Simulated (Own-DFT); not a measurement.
# A layer strained by its substrate: wurtzite AlGaN with randomly placed atoms, 96 atoms (Al36Ga12N48)

The numbers are computed, not measured, by runs of the plane-wave DFT program Own-DFT (in-house, retired, unreviewed) at fixed positions, with no spin and no spin-orbit coupling.

Method: PBE; PseudoDojo norm-conserving scalar-relativistic files (stringent for Ga); cutoff 96 hartree; 3 x 4 x 3 k mesh centred on Gamma; Gaussian smearing of 0.01 eV.

Limits: k mesh not checked against a denser one; stress not checked against mesh or cutoff.

Unstrained cell vectors in Å: (12.525, 0.000, 0.000); (-4.697, 8.135, 0.000); (0.000, 0.000, 10.066). The unstrained cell has measured lattice constants (interpolated for alloys), not those of this functional. That, the random moves and any unrelaxed bonds set the pressure at no strain. Each run strains x and y alike by e, as a substrate would, and holds the height along z. Each atom got a random Gaussian move of width 0.05 Å along each axis. The random placing of the alloy's atoms differs from row to row. Stress is positive in tension.

```
e (%),u (Å),(s_xx + s_yy)/2 (GPa),s_zz (GPa)
-2.75,0.047,-25.15,-9.90
-2.25,0.050,-21.54,-8.78
-1.75,0.052,-17.86,-8.82
-1.00,0.050,-12.72,-7.72
-0.75,0.046,-10.52,-7.45
-0.25,0.050,-7.40,-7.39
1.00,0.051,?,?
1.50,0.052,1.33,-5.28
1.75,0.050,3.70,-6.97
3.00,0.048,8.59,-2.72
```

## Fit

With e as a fraction, the in-plane stress is -6.1 + 598 e - 3580 e² GPa (errors 7 and 462, scatter 0.40), and s_zz is -6.9 + 101 e GPa (slope ± 15, scatter 0.85). At e = 0 the first slope is C11 + C12 and the second 2 C13, both with the ions held to the strained lattice and at the cell's own pressure. The term in e² is negative: the layer stiffens under compression and softens under tension. A free layer would change its height as e changes, and the in-plane slope would drop by 2 C13²/C33 to the biaxial modulus. At fixed height, a misfit of 1 % moves the in-plane stress by about 6.0 GPa and s_zz by 1.0 GPa.

## Prediction

The question: what are the two stresses at e = 1.00 %?

The fitted form gives -0.5 and -5.9 GPa. DFT gave -0.43 and -5.70 GPa.
